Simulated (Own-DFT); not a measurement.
Simulation results for SiC (4H silicon carbide, atoms displaced)

Computed with Own-DFT development build. A calculation, not a measurement: plane-wave PBE density functional theory by an unreviewed code, no spin, of a simulated periodic cell, stress positive in tension, free energy of the whole cell less one offset for each atom, forces on such cells passed a denser k mesh, this cell's mesh not checked; offsets are fitted by least squares, one for each functional and potential file, so energies compare only between cells with the same atoms and settings and are not formation energies; the far tail of each file's local potential was reset to the Coulomb form; each entry is a single point on an unrelaxed cell, so the pressure reflects the starting lattice, mostly measured values (interpolated for alloys), from which strain is counted, and rises with the displacements; printed positions are rounded, which can move forces by about a meV/angstrom; the program, named Own-DFT, is a retired in-house code; no spin-orbit coupling.

```xyz
128
Lattice="12.3308 0.0000 0.0000 -6.1654 10.6788 0.0000 0.0000 0.0000 10.0681" Properties=species:S:1:pos:R:3 formula=SiC functional=PBE potential_files=PseudoDojo_norm-conserving,scalar-relativistic,standard_set wave_cutoff=42 occupations=Fermi-Dirac smearing_width=0.1 hardware=one_NVIDIA_H200 k_mesh=3_x_3_x_3_centred_on_Gamma
Si    -6.1410    10.6613     4.0456
Si    -0.0413     1.7678     1.5740
C      0.0029     0.0330     0.9555
C      0.0000     1.7312     3.4313
Si    10.7325     2.6692     4.1028
Si    -1.5528     4.4740     1.5892
C     10.7573     2.7074     0.9237
C     -1.5371     4.5223     3.4215
Si    -3.0443     5.3478     4.0969
Si    -3.1215     7.1240     1.5414
C     -3.0595     5.3573     0.9282
C     -3.1436     7.1217     3.4439
Si     7.6566     8.0311     4.1066
Si    -4.6451     9.7238     1.5500
C      7.6662     8.0376     0.9016
C     -4.6623     9.7654     3.4275
Si     3.1004     0.0005     4.0649
Si     3.1068     1.7475     1.6035
C     -3.1220    10.6755     0.9640
C      3.0927     1.7897     3.4515
Si     1.5219     2.6722     4.0947
Si     1.5355     4.4514     1.5831
C      1.6053     2.7258     0.9201
C      1.5801     4.4300     3.5005
Si     0.0370     5.3304     4.0520
Si    -0.0074     7.1032     1.6048
C      0.0158     5.3498     0.9435
C      0.0196     7.2107     3.4664
Si    -1.5866     7.9931     4.1494
Si    -1.5398     9.7862     1.5644
C     -1.5941     8.0274     0.9109
C     -1.5375     9.7938     3.3954
Si    -0.0021    10.6487     4.1013
Si     6.1723     1.7901     1.6410
C      6.1278     0.0291     0.9272
C      6.1349     1.7695     3.5173
Si     4.6206     2.6295     4.1431
Si     4.6250     4.4369     1.6192
C      4.5740     2.6688     0.9483
C      4.6361     4.3985     3.4569
Si     3.1063     5.3290     4.1113
Si     3.1051     7.1713     1.6063
C      3.0143     5.3683     0.9008
C      3.0489     7.1655     3.4960
Si     1.5338     8.0071     4.0940
Si     1.5366     9.8188     1.5610
C      1.5539     7.9716     1.0086
C      1.6169     9.8315     3.4403
Si     3.0808    10.6369     4.0759
Si     9.2022     1.7981     1.5871
C      9.3096     0.0374     0.9209
C      9.2056     1.8008     3.4466
Si     7.6971     2.6562     4.0481
Si     7.7428     4.4031     1.5635
C      7.6596     2.6439     0.9507
C      7.7081     4.4565     3.5129
Si     6.1549     5.3804     4.0465
Si     6.1849     7.0792     1.5876
C      6.1304     5.3495     0.9418
C      6.1455     7.0545     3.5345
Si     4.6096     7.9850     4.0966
Si     4.6220     9.8257     1.5576
C      4.6006     7.9901     0.9093
C      4.6529     9.8111     3.4673
Si     0.0079     0.0854     9.1493
Si     6.1653     8.9379     6.6193
C     -6.1160    10.6726     5.9770
C      6.1862     8.8935     8.5028
Si    -4.6246     8.0257     9.1158
Si     7.6947     6.2647     6.5882
C      7.6758     8.0115     5.9860
C      7.7269     6.1987     8.4946
Si     9.2398     5.2921     9.1196
Si     9.2705     3.5535     6.6115
C      9.2073     5.3603     5.9322
C      9.2850     3.5406     8.5186
Si    10.7661     2.6848     9.1479
Si    10.8066     0.8317     6.6344
C     -1.5208     2.6790     5.9753
C     10.8178     0.9025     8.4801
Si     3.0898    10.6783     9.1208
Si     3.0694     8.8689     6.5995
C      9.2523     0.0668     5.9988
C      3.0682     8.8936     8.4980
Si     4.6680     7.9834     9.1380
Si     4.5831     6.1802     6.5415
C      4.6360     7.9949     6.0054
C      4.6115     6.2280     8.4838
Si     6.1774     5.3943     9.1810
Si     6.1986     3.5725     6.6375
C      6.1605     5.3651     5.9912
C      6.2062     3.5202     8.4654
Si     7.6969     2.6931     9.1350
Si     7.7166     0.9062     6.6139
C      7.7076     2.6818     5.9510
C      7.7112     0.9279     8.5008
Si     6.1902     0.0137     9.1670
Si    -0.0010     8.9492     6.5959
C     -0.0067    10.6423     5.9763
C     -0.0102     8.8807     8.5095
Si     1.5126     8.0544     9.1219
Si     1.5598     6.2421     6.5973
C      1.5149     8.0022     6.0005
C      1.5528     6.2068     8.4518
Si     3.0670     5.3619     9.1385
Si     3.0872     3.5582     6.5785
C      3.0940     5.3236     5.9965
C      3.1269     3.5543     8.4893
Si     4.6301     2.6915     9.1401
Si     4.6209     0.8240     6.5489
C      4.6279     2.6972     5.9568
C      4.5709     0.8793     8.4499
Si     3.0728     0.0256     9.1072
Si    -3.0721     8.9062     6.6039
C      3.0485     0.0049     5.9843
C     -3.0629     8.8871     8.5262
Si    -1.5401     7.9655     9.1567
Si    -1.5415     6.2218     6.5217
C     -1.5341     7.9687     6.0691
C     -1.5563     6.2024     8.5572
Si     0.0085     5.3454     9.1766
Si     0.0017     3.5195     6.6140
C      0.0261     5.3389     5.9459
C     -0.0859     3.5551     8.4786
Si     1.5401     2.6483     9.1724
Si     1.5636     0.9186     6.5819
C      1.5643     2.6825     5.9693
C      1.5964     0.8700     8.4701
```

Units: wave_cutoff in hartree; smearing_width in eV.

Q: What pressure does the calculation give for SiC (4H silicon carbide, atoms displaced)?
A: 3.72 GPa

Q: Give the table of force values for SiC (4H silicon carbide, atoms displaced).
A: 
Force:
```tsv
element	x (eV/Å)	y (eV/Å)	z (eV/Å)
Si	-0.397	0.288	0.986
Si	0.991	1.195	-0.42
C	0.01	-0.643	-0.375
C	-0.492	1.384	0.866
Si	1.103	0.198	-0.596
Si	0.418	0.019	-1.073
C	0.027	-0.468	1.031
C	0.403	-1.359	1.05
Si	-1.387	0.216	-0.709
Si	0.255	0.301	0.28
C	-0.919	-0.565	0.218
C	0.573	0.227	0.449
Si	0.493	-0.668	0.039
Si	0.109	1.898	0.22
C	0.176	-1.557	0.664
C	1.007	0.018	0.328
Si	-0.721	-0.143	-0.11
Si	-0.841	0.589	-0.781
C	0.489	-0.276	-0.442
C	-0.435	-0.34	0.943
Si	0.27	-0.589	-0.392
Si	0.489	0.32	-0.035
C	-1.401	-1.501	1.377
C	-0.467	0.391	-0.871
Si	-0.142	0.863	0.606
Si	-0.274	0.88	-0.645
C	-0.478	-0.324	1.096
C	-1.124	-1.754	0.399
Si	0.332	0.403	-1.028
Si	-0.71	-0.023	-0.938
C	1.003	-0.536	1.372
C	0.04	-0.484	2.074
Si	0.501	0.201	-0.683
Si	-1.476	-0.143	-0.885
C	0.862	-0.142	1.121
C	0.561	-0.416	-0.449
Si	-0.114	0.815	-0.989
Si	-1.218	0.216	-1.462
C	1.571	-0.071	0.374
C	-0.129	0.857	0.751
Si	0.01	0.168	-0.418
Si	-0.637	-1.389	-0.58
C	1.413	0.102	1.937
C	0.904	-1.318	-0.196
Si	0.165	1.156	0.349
Si	0.391	-0.523	-0.288
C	-0.705	1.484	-1.218
C	-2.084	-1.044	0.385
Si	1.109	1.708	0.806
Si	0.951	-0.062	-0.625
C	-1.597	-0.138	0.297
C	0.648	-0.751	0.228
Si	-0.437	0.704	1.279
Si	-0.645	1.247	0.73
C	0.636	0.375	-0.051
C	0.233	-0.166	-1.349
Si	0.299	-2.861	1.846
Si	-0.888	0.995	0.083
C	1.037	-0.852	0.879
C	-0.082	2.586	-1.965
Si	0.175	0.832	0.468
Si	0.477	-0.957	0.126
C	1.136	0.772	1.416
C	-0.52	-0.922	-0.232
Si	0.482	-1.667	-0.678
Si	0.025	-0.937	0.233
C	-0.693	0.43	-0.571
C	-0.419	0.973	0.269
Si	0.431	-0.505	-0.732
Si	-0.314	-0.664	0.461
C	0.682	0.695	-0.152
C	-0.233	0.723	0.196
Si	0.483	0.9	-0.083
Si	-0.457	0.214	-0.199
C	0.907	-0.37	0.98
C	-1.355	0.081	-0.409
Si	0.464	-0.572	-0.602
Si	0.421	1.36	-0.845
C	-0.409	-0.752	-0.105
C	-0.616	0.025	0.803
Si	0.211	0.089	-0.563
Si	0.261	0.824	0.341
C	-0.132	-1.855	-0.709
C	0.524	0.184	0.235
Si	-0.985	0.357	-1.109
Si	1.524	1.109	1.914
C	-0.474	0.317	-0.729
C	0.354	-0.155	0.06
Si	-0.558	-1.16	-2.033
Si	-0.46	0.147	-1.271
C	-0.004	-0.58	-0.75
C	-0.795	1.281	1.599
Si	0.431	-0.482	-0.374
Si	-0.326	0.384	-0.033
C	0.253	-0.303	0.294
C	0.1	-0.671	0.309
Si	-1.132	0.021	-1.707
Si	0.063	-1.937	1.247
C	0.445	0.932	-0.497
C	-0.142	0.888	0.039
Si	0.782	-1.522	0.437
Si	-0.641	-0.579	0.13
C	0.304	0.542	-0.827
C	-0.584	0.74	1.079
Si	0.396	-0.498	-0.929
Si	0.374	-0.209	1.139
C	-0.849	0.045	-1.039
C	-1.181	0.444	0.021
Si	0.12	-0.807	-0.775
Si	-0.295	1.784	1.177
C	0.311	-0.958	0.934
C	1.582	0.29	0.7
Si	0.664	-1.161	0.634
Si	-0.738	-0.43	0.91
C	0.918	-0.632	-1.23
C	-0.299	0.34	-0.459
Si	-0.264	0.503	-1.168
Si	0.173	-1.193	2.392
C	-0.177	1.72	-1.886
C	0.339	-0.054	-1.333
Si	-0.157	-0.193	-1.78
Si	0.133	1.164	-0.207
C	-0.25	-0.348	-0.029
C	1.935	0.005	0.939
Si	0.305	0.785	-1.845
Si	-0.39	-0.198	0.584
C	-0.485	-0.28	-0.049
C	-1.527	0.954	0.382
```

Further results for SiC (4H silicon carbide, atoms displaced):

- free energy of cell above offsets: -18.854 eV
- stress xx: -3.31 GPa
- stress yy: -2.72 GPa
- stress zz: -5.14 GPa
- stress yz: -0.08 GPa
- stress xz: -0.01 GPa
- stress xy: 0.07 GPa
- wall time: 555.1 s
